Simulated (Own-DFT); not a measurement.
# Energy and forces against displacement in beta-Si3N4, 112 atoms (N64Si48)

Calculated results; nothing here was measured. The program, named Own-DFT, is a retired in-house plane-wave density functional code that no person has reviewed. Each row is one single-point run on a periodic cell that was not relaxed, without spin or spin-orbit coupling.

Settings of every run: PBE; PseudoDojo norm-conserving scalar-relativistic files; cutoff 42 hartree; 2 x 2 x 4 k mesh centred on Gamma; Fermi-Dirac smearing of 0.1 eV.

Known limits, some of them of some rows only: some atoms lie very close together; forces on such cells moved up to 12 meV/angstrom on a denser k mesh; stress not checked against mesh or cutoff.

Cell vectors in Å: (15.212, 0.000, 0.000); (-7.606, 13.174, 0.000); (0.000, 0.000, 5.818). In each run every atom was moved at random and independently from its ideal site; u is the rms move along one axis. E is the free energy for each atom above the fitted value at u = 0, and F the rms of the force components.

```
run   u (Å)  E (meV/atom)  F (eV/Å)  largest force (eV/Å)  P (GPa)
  1  0.0192          17.9     0.835                  3.11     5.48
  2  0.0195          18.7     0.863                  3.18     5.51
  3  0.0473         102.8     1.869                  7.18     7.72
  4  0.0490         104.8     1.945                  9.19     7.77
  5  0.0933             ?         ?                     ?        ?
  6  0.1007         513.7     5.056                 33.15    18.53
  7  0.1012         481.8     4.595                 27.27    17.69
  8  0.1429        1028.1     7.931                 39.37    30.24
```

## Worked fit

For small independent moves the energy grows as E = (3/2) K u², with K the mean stiffness felt by one atom. The runs with u up to 0.11 Å give K = 31.6 ± 1.0 eV/Å², with residuals divided by u² + 0.0006 Å², since the noise grows with the moves. The scatter is 6.9 meV/atom at u = 0.05 Å. The forces follow F = G u with G = 43.9 eV/Å²; no force at u = 0 is resolved. G exceeds K because the moves of its neighbours add to the force on an atom, and stiffness differs between atoms. At u = 0.143 Å the parabola gives 967 meV/atom and the run 1028. The pressure follows P = 4.89 + 1294 u² GPa: at fixed volume, shortened bonds push harder than stretched ones pull.

## Withheld run

Question: what energy and rms force should run 5 give?

The fit gives 412 ± 24 meV/atom and about 4.10 eV/Å. The calculation gave 429.4 meV/atom and 4.468 eV/Å.
